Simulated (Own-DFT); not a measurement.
## Calculated data, GaN (wurtzite, strained, atoms displaced)

Computed with Own-DFT development build. A calculation, not a measurement: plane-wave PBE density functional theory by an unreviewed code, no spin, of a simulated periodic cell, stress positive in tension, free energy of the whole cell less one offset for each atom, forces on such cells passed a denser k mesh, this cell's mesh not checked; offsets are fitted by least squares, one for each functional and potential file, so energies compare only between cells with the same atoms and settings and are not formation energies; the far tail of each file's local potential was reset to the Coulomb form; each entry is a single point on an unrelaxed cell, so the pressure reflects the starting lattice, mostly measured values (interpolated for alloys), from which strain is counted, and rises with the displacements; printed positions are rounded, which can move forces by about a meV/angstrom; the program, named Own-DFT, is a retired in-house code; no spin-orbit coupling.

Settings shared by all entries: functional PBE; potential files PseudoDojo norm-conserving, scalar-relativistic, standard set with the stringent files for Ga; wave cutoff 96 hartree; occupations Gaussian; smearing width 0.01 eV; k mesh 3 x 4 x 3 centred on Gamma.

(1) GaN (wurtzite, strained, atoms displaced)

```cif
# cell vector a (Å): 12.7560 0.0000 0.0000
# cell vector b (Å): -4.7835 8.2853 0.0000
# cell vector c (Å): 0.0000 0.0000 10.2922
data_GaN
_symmetry_space_group_name_H-M 'P 1'
_symmetry_Int_Tables_number 1
_cell_length_a 12.7560
_cell_length_b 9.5670
_cell_length_c 10.2922
_cell_angle_alpha 90.000
_cell_angle_beta 90.000
_cell_angle_gamma 120.000
_cell_volume 1087.75
loop_
_atom_site_label
_atom_site_type_symbol
_atom_site_fract_x
_atom_site_fract_y
_atom_site_fract_z
_atom_site_occupancy
Ga1 Ga 0.08696 0.22938 0.99971 1
Ga2 Ga 0.17069 0.10820 0.23977 1
N1 N 0.07998 0.22318 0.19129 1
N2 N 0.16327 0.10905 0.43341 1
Ga3 Ga 0.08712 0.21794 0.51062 1
Ga4 Ga 0.16637 0.11472 0.74757 1
N3 N 0.08862 0.22318 0.68937 1
N4 N 0.17169 0.11524 0.93796 1
Ga5 Ga 0.08834 0.55315 0.01074 1
Ga6 Ga 0.17301 0.44639 0.25899 1
N5 N 0.09218 0.55993 0.19200 1
N6 N 0.16364 0.45005 0.43871 1
Ga7 Ga 0.07804 0.55481 0.50242 1
Ga8 Ga 0.16476 0.43674 0.75901 1
N7 N 0.08521 0.55410 0.68880 1
N8 N 0.17155 0.44160 0.93177 1
Ga9 Ga 0.08008 0.87994 0.99675 1
Ga10 Ga 0.16973 0.78275 0.24974 1
N9 N 0.08258 0.88942 0.18420 1
N10 N 0.16656 0.76808 0.43560 1
Ga11 Ga 0.07852 0.88813 0.50732 1
Ga12 Ga 0.16664 0.77636 0.74900 1
N11 N 0.08166 0.89300 0.69114 1
N12 N 0.16552 0.78381 0.94297 1
Ga13 Ga 0.33427 0.22318 0.01090 1
Ga14 Ga 0.41693 0.11799 0.24138 1
N13 N 0.33032 0.21006 0.19103 1
N14 N 0.41622 0.11018 0.44475 1
Ga15 Ga 0.33650 0.23394 0.49625 1
Ga16 Ga 0.40947 0.11304 0.74385 1
N15 N 0.32651 0.20690 0.69220 1
N16 N 0.41228 0.11103 0.93958 1
Ga17 Ga 0.33700 0.56311 0.99497 1
Ga18 Ga 0.41034 0.43377 0.25191 1
N17 N 0.34048 0.56558 0.19273 1
N18 N 0.41595 0.44719 0.44120 1
Ga19 Ga 0.33013 0.54971 0.50178 1
Ga20 Ga 0.41759 0.44032 0.74788 1
N19 N 0.32337 0.54865 0.69872 1
N20 N 0.41203 0.44351 0.93543 1
Ga21 Ga 0.32918 0.88338 0.00090 1
Ga22 Ga 0.41914 0.77149 0.24489 1
N21 N 0.33139 0.88579 0.18830 1
N22 N 0.41079 0.77315 0.43302 1
Ga23 Ga 0.33109 0.89778 0.49860 1
Ga24 Ga 0.42024 0.78251 0.75088 1
N23 N 0.33423 0.88377 0.68479 1
N24 N 0.42139 0.77465 0.93688 1
Ga25 Ga 0.59202 0.23070 0.00309 1
Ga26 Ga 0.66271 0.11956 0.24948 1
N25 N 0.59145 0.22944 0.18908 1
N26 N 0.66791 0.10854 0.43593 1
Ga27 Ga 0.58159 0.22004 0.49370 1
Ga28 Ga 0.66527 0.10822 0.74508 1
N27 N 0.57843 0.22541 0.68271 1
N28 N 0.67161 0.10610 0.93721 1
Ga29 Ga 0.57905 0.56350 0.99364 1
Ga30 Ga 0.66460 0.45324 0.25512 1
N29 N 0.58319 0.55235 0.18404 1
N30 N 0.66575 0.44510 0.43344 1
Ga31 Ga 0.58101 0.55211 0.50540 1
Ga32 Ga 0.65895 0.44415 0.75054 1
N31 N 0.57863 0.55077 0.68459 1
N32 N 0.66770 0.44860 0.94634 1
Ga33 Ga 0.58792 0.88510 0.00653 1
Ga34 Ga 0.66725 0.77846 0.25456 1
N33 N 0.57967 0.89338 0.18664 1
N34 N 0.66327 0.76715 0.44051 1
Ga35 Ga 0.58063 0.88717 0.49113 1
Ga36 Ga 0.66584 0.76878 0.75517 1
N35 N 0.58210 0.89236 0.69054 1
N36 N 0.66513 0.77936 0.94400 1
Ga37 Ga 0.82882 0.22353 0.00065 1
Ga38 Ga 0.91822 0.10923 0.25009 1
N37 N 0.83883 0.22553 0.18792 1
N38 N 0.92154 0.11203 0.43169 1
Ga39 Ga 0.82850 0.22953 0.49907 1
Ga40 Ga 0.90915 0.11021 0.75596 1
N39 N 0.83591 0.22093 0.68057 1
N40 N 0.91943 0.11116 0.94300 1
Ga41 Ga 0.83580 0.56068 0.00069 1
Ga42 Ga 0.91781 0.45227 0.24964 1
N41 N 0.83325 0.55289 0.18328 1
N42 N 0.91013 0.43648 0.44633 1
Ga43 Ga 0.83340 0.55215 0.50897 1
Ga44 Ga 0.91590 0.44003 0.75386 1
N43 N 0.82909 0.55909 0.68494 1
N44 N 0.91367 0.44374 0.93358 1
Ga45 Ga 0.83468 0.88980 0.00448 1
Ga46 Ga 0.91384 0.77901 0.24117 1
N45 N 0.83361 0.89280 0.18756 1
N46 N 0.90997 0.77689 0.44751 1
Ga47 Ga 0.82964 0.88833 0.49591 1
Ga48 Ga 0.91332 0.76210 0.74498 1
N47 N 0.84103 0.89228 0.67867 1
N48 N 0.91684 0.77482 0.94707 1
```

- free energy of cell above offsets: -3.887 eV
- pressure: 8.65 GPa
- stress xx: -6.47 GPa
- stress yy: -7.8 GPa
- stress zz: -11.68 GPa
- stress yz: 0.39 GPa
- stress xz: -0.39 GPa
- stress xy: 0.15 GPa

Force:
```csv
element,x (eV/Å),y (eV/Å),z (eV/Å)
Ga,0.465,-1.244,0.559
Ga,-2.829,-0.51,1.494
N,1.886,0.637,-0.818
N,1.255,0.161,0.272
Ga,-1.447,0.563,-2.423
Ga,0.061,-0.902,1.485
N,-1.709,-0.198,1.011
N,-0.679,-0.503,0.602
Ga,-0.658,0.081,-1.863
Ga,-0.607,-0.379,-1.058
N,-0.918,-0.453,0.469
N,0.919,-1.156,1.314
Ga,0.737,-0.314,-0.046
Ga,-0.924,0.436,-2.803
N,-0.766,-0.237,0.656
N,-1.082,1.006,3.373
Ga,-0.472,2.206,0.233
Ga,-0.41,-0.345,0.172
N,0.05,-0.523,0.467
N,-1.475,1.426,0.66
Ga,0.508,-0.116,-1.653
Ga,0.091,0.164,0.185
N,0.676,-0.987,0.508
N,1.415,-2.028,-1.098
Ga,-0.128,-0.105,-2.911
Ga,2.674,-2.064,1.512
N,-0.559,2.433,0.171
N,-0.69,1.352,-1.917
Ga,-0.3,-2.565,0.822
Ga,2.623,-1.674,1.531
N,-1.162,2.921,-1.991
N,1.335,0.173,0.126
Ga,-0.018,-1.134,0.746
Ga,0.502,1.581,-0.453
N,0.045,-3.414,-1.546
N,0.375,0.123,-0.534
Ga,-1.379,1.273,0.803
Ga,-1.916,-0.648,0.282
N,2.351,0.91,-1.554
N,0.897,-0.105,0.657
Ga,0.828,1,-0.388
Ga,-1.368,2.209,1.335
N,0.757,0.881,0.049
N,0.539,0.474,0.814
Ga,0.791,-2.147,-0.131
Ga,-0.463,-0.966,-0.426
N,-0.785,0.654,0.705
N,-0.784,1.371,0.513
Ga,-0.789,-1.399,-1.074
Ga,2.658,-1.007,0.04
N,-2.358,0.563,-0.05
N,-0.904,0.076,0.079
Ga,0.291,0.297,0.424
Ga,-0.38,0.947,0.414
N,0.821,-0.197,0.639
N,-1.61,0.112,-0.292
Ga,0.771,-1.794,1.134
Ga,1.33,-0.393,-1.574
N,-1.459,0.552,0.387
N,0.024,-0.178,1.852
Ga,0.5,0.001,-1.723
Ga,1.459,-0.708,0.66
N,-0.02,0.608,1.396
N,-0.497,0.443,-1.553
Ga,-1.722,1.168,-1.006
Ga,-0.522,-0.196,-0.796
N,1.562,0.204,1.138
N,-0.686,0.841,-0.198
Ga,-0.308,-0.626,0.979
Ga,-0.121,1.891,-1.198
N,1.254,-1.108,-1.03
N,1.535,0.044,-1.117
Ga,1.546,0.248,0.399
Ga,-0.504,0.872,0.017
N,-1.12,0.106,0.347
N,-0.965,0.047,1.769
Ga,2.066,-2.507,-0.598
Ga,1.696,-0.631,-0.772
N,-1.071,0.272,1.451
N,-0.705,0.182,-0.364
Ga,-0.037,-1.151,-0.446
Ga,0.947,-0.933,0.395
N,-0.555,0.598,1.314
N,0.067,2.421,-1.628
Ga,-0.819,0.541,-2.557
Ga,0.07,0.437,-1.402
N,0.271,-2.68,1.848
N,0.757,0.298,1.585
Ga,0.169,0.15,-0.961
Ga,0.8,-0.246,1.623
N,-0.481,-0.819,0.495
N,1.395,-0.784,-1.762
Ga,0.063,1.029,-0.138
Ga,-0.515,3.284,1.283
N,-1.24,-0.725,2.467
N,-0.917,0.531,-1.813
```

(2) GaN (wurtzite, strained, atoms displaced)

```cif
# cell vector a (Å): 12.7560 0.0000 0.0000
# cell vector b (Å): -4.7835 8.2853 0.0000
# cell vector c (Å): 0.0000 0.0000 10.2922
data_GaN
_symmetry_space_group_name_H-M 'P 1'
_symmetry_Int_Tables_number 1
_cell_length_a 12.7560
_cell_length_b 9.5670
_cell_length_c 10.2922
_cell_angle_alpha 90.000
_cell_angle_beta 90.000
_cell_angle_gamma 120.000
_cell_volume 1087.75
loop_
_atom_site_label
_atom_site_type_symbol
_atom_site_fract_x
_atom_site_fract_y
_atom_site_fract_z
_atom_site_occupancy
Ga1 Ga 0.09065 0.22834 0.00483 1
Ga2 Ga 0.16313 0.10894 0.24677 1
N1 N 0.08837 0.22679 0.18347 1
N2 N 0.16871 0.12497 0.44517 1
Ga3 Ga 0.08127 0.22178 0.50474 1
Ga4 Ga 0.16930 0.11863 0.75273 1
N3 N 0.08751 0.23130 0.67745 1
N4 N 0.15880 0.09954 0.94324 1
Ga5 Ga 0.08852 0.55808 0.99746 1
Ga6 Ga 0.16585 0.43944 0.25039 1
N5 N 0.08572 0.55059 0.19694 1
N6 N 0.16848 0.44032 0.43938 1
Ga7 Ga 0.08506 0.56676 0.50508 1
Ga8 Ga 0.16959 0.44067 0.75012 1
N7 N 0.08037 0.55816 0.68593 1
N8 N 0.17279 0.45147 0.94820 1
Ga9 Ga 0.07935 0.88134 0.98586 1
Ga10 Ga 0.17457 0.79073 0.24844 1
N9 N 0.08353 0.88727 0.18258 1
N10 N 0.16933 0.78263 0.44939 1
Ga11 Ga 0.08421 0.89555 0.50466 1
Ga12 Ga 0.16861 0.78105 0.75308 1
N11 N 0.08277 0.88805 0.68822 1
N12 N 0.16817 0.77775 0.94278 1
Ga13 Ga 0.33640 0.22212 0.01143 1
Ga14 Ga 0.41023 0.11061 0.25548 1
N13 N 0.33390 0.21683 0.19357 1
N14 N 0.41626 0.10933 0.43326 1
Ga15 Ga 0.32987 0.22184 0.49609 1
Ga16 Ga 0.41432 0.10913 0.75012 1
N15 N 0.33245 0.22201 0.69127 1
N16 N 0.41569 0.10806 0.93538 1
Ga17 Ga 0.33841 0.55706 0.00335 1
Ga18 Ga 0.41026 0.44676 0.25597 1
N17 N 0.33061 0.55786 0.18466 1
N18 N 0.41947 0.44760 0.43417 1
Ga19 Ga 0.33427 0.55778 0.50224 1
Ga20 Ga 0.42305 0.44566 0.74218 1
N19 N 0.32935 0.54565 0.69307 1
N20 N 0.41665 0.44529 0.94329 1
Ga21 Ga 0.34067 0.89856 0.99926 1
Ga22 Ga 0.42086 0.78049 0.25423 1
N21 N 0.33446 0.89434 0.18956 1
N22 N 0.41377 0.77448 0.43109 1
Ga23 Ga 0.33265 0.88562 0.50257 1
Ga24 Ga 0.41551 0.78118 0.75290 1
N23 N 0.33297 0.89455 0.68262 1
N24 N 0.41664 0.77992 0.94117 1
Ga25 Ga 0.58203 0.22307 0.99996 1
Ga26 Ga 0.66292 0.10911 0.25285 1
N25 N 0.58412 0.22540 0.17793 1
N26 N 0.66433 0.11064 0.44426 1
Ga27 Ga 0.58109 0.21958 0.49948 1
Ga28 Ga 0.67220 0.10995 0.74693 1
N27 N 0.58966 0.22093 0.68586 1
N28 N 0.66701 0.11788 0.93930 1
Ga29 Ga 0.58593 0.56049 0.99820 1
Ga30 Ga 0.67080 0.44586 0.25643 1
N29 N 0.58589 0.55765 0.19321 1
N30 N 0.66683 0.45053 0.44204 1
Ga31 Ga 0.58858 0.56110 0.49980 1
Ga32 Ga 0.66601 0.43883 0.75002 1
N31 N 0.58808 0.54979 0.69079 1
N32 N 0.66827 0.44504 0.93945 1
Ga33 Ga 0.59002 0.88559 0.99286 1
Ga34 Ga 0.67551 0.78141 0.25026 1
N33 N 0.58210 0.88665 0.18439 1
N34 N 0.66297 0.77156 0.44632 1
Ga35 Ga 0.58122 0.88169 0.49888 1
Ga36 Ga 0.66229 0.78088 0.74354 1
N35 N 0.59214 0.89388 0.68911 1
N36 N 0.66326 0.77434 0.93320 1
Ga37 Ga 0.82841 0.21991 0.00230 1
Ga38 Ga 0.90907 0.11123 0.24558 1
N37 N 0.82879 0.22186 0.18134 1
N38 N 0.91930 0.11987 0.44837 1
Ga39 Ga 0.83583 0.21566 0.50533 1
Ga40 Ga 0.91554 0.09861 0.75205 1
N39 N 0.83672 0.22764 0.68834 1
N40 N 0.91221 0.11348 0.93001 1
Ga41 Ga 0.83436 0.56697 0.99831 1
Ga42 Ga 0.91598 0.44315 0.26211 1
N41 N 0.83619 0.55122 0.18339 1
N42 N 0.91764 0.44560 0.44504 1
Ga43 Ga 0.83921 0.56317 0.49974 1
Ga44 Ga 0.91796 0.44797 0.75689 1
N43 N 0.83016 0.54925 0.68570 1
N44 N 0.91507 0.45146 0.94265 1
Ga45 Ga 0.83735 0.89951 0.99901 1
Ga46 Ga 0.91398 0.77508 0.24835 1
N45 N 0.82661 0.88620 0.19141 1
N46 N 0.91200 0.77093 0.43583 1
Ga47 Ga 0.83410 0.88750 0.49464 1
Ga48 Ga 0.91801 0.78137 0.74455 1
N47 N 0.83454 0.88979 0.69136 1
N48 N 0.90979 0.77322 0.94477 1
```

* free energy of cell above offsets: -4.875 eV
* pressure: 8.42 GPa
* stress xx: -6.96 GPa
* stress yy: -7.01 GPa
* stress zz: -11.28 GPa
* stress yz: 0.38 GPa
* stress xz: 0.4 GPa
* stress xy: 0.96 GPa

Force:
```csv
element,x (eV/Å),y (eV/Å),z (eV/Å)
Ga,-0.928,-0.398,-1.668
Ga,0.232,-0.277,0.551
N,-1.096,-1.403,1.56
N,0.048,-2.237,-1.578
Ga,0.038,1.218,-2.165
Ga,-0.368,-0.397,-0.121
N,-0.091,-1.511,4.04
N,0.665,1.894,-0.796
Ga,-1.247,-0.545,1.552
Ga,-0.085,1.024,0.635
N,-1.042,1.046,-0.746
N,-0.697,0.899,0.228
Ga,0.782,-1.613,-1.19
Ga,-1.715,0.563,0.76
N,1.168,0.13,1.789
N,0.016,-1.04,-1.818
Ga,-0.143,-0.248,1.855
Ga,-0.775,-2.057,0.58
N,-0.65,0.142,0.487
N,-0.804,0.644,-1.641
Ga,0.187,-0.02,-1.12
Ga,-0.03,-0.675,-0.373
N,-0.027,0.804,0.962
N,0.521,0.407,-0.859
Ga,-0.349,-0.008,-1.742
Ga,2.275,0.131,-1.434
N,-1.688,1.19,0.178
N,-0.344,0.035,2.061
Ga,1.198,0.656,0.667
Ga,0.812,0.979,-0.459
N,0.419,0.034,-0.753
N,-0.412,1.15,0.262
Ga,-0.259,0.491,-0.608
Ga,1.224,0.302,-1.89
N,0.612,0.053,1.385
N,-0.12,-0.072,2.134
Ga,-0.212,-0.865,-0.315
Ga,-0.494,-0.333,1.53
N,1.018,2.06,-0.686
N,0.566,-0.667,-0.841
Ga,-0.381,-1.301,0.826
Ga,-0.625,-0.247,-2.428
N,1.003,-0.162,-0.267
N,0.343,0.35,2.597
Ga,0.284,0.701,-1.272
Ga,0.376,-0.369,-0.193
N,0.727,-0.806,1.567
N,0.514,0.072,-0.51
Ga,0.24,0.37,-1.053
Ga,-0.372,0.081,-0.692
N,-0.346,-0.366,3.07
N,0.829,-0.49,-0.829
Ga,-0.055,0.821,0.084
Ga,-0.426,1.154,0.736
N,-1.368,-0.627,0.464
N,0.281,-1.356,-0.777
Ga,0.229,-1.08,0.858
Ga,-0.498,-0.281,-1.334
N,-0.343,-0.114,-0.368
N,1.148,-0.917,-0.113
Ga,-0.571,-1.796,0.405
Ga,0.753,-0.015,0.398
N,-1.188,1.188,-0.665
N,-0.567,0.117,-0.332
Ga,-2.02,1.247,0.966
Ga,-3.451,-1.854,0.688
N,0.787,0.198,0.556
N,0.64,1.874,-1.254
Ga,-0.614,0.941,-0.019
Ga,2.404,-1.594,0.887
N,-2.607,-0.596,-0.837
N,1.466,0.563,-0.176
Ga,0.093,1.329,-1.561
Ga,1.065,0.686,0.743
N,0.379,-0.003,2.327
N,0.705,-2.217,-2.435
Ga,-2.105,1.597,0.164
Ga,-0.441,2.647,-1.417
N,0.762,-0.67,0.87
N,1.029,0.441,2.234
Ga,0.242,-2.797,0.577
Ga,0.64,0.349,-1.82
N,-0.611,0.588,1.465
N,0.007,-0.393,0.046
Ga,-0.557,-2.086,0.611
Ga,-0.155,-0.372,-0.609
N,0.282,1.308,0.637
N,1.042,-0.39,-0.027
Ga,-0.482,-1.002,-0.205
Ga,0.923,-0.231,-0.735
N,2.614,1.669,-0.971
N,0.547,2.101,0.006
Ga,-0.345,0.445,0.921
Ga,-0.292,-1.527,0.843
N,-0.271,-1.083,-1.279
N,0.132,2.418,-1.782
```
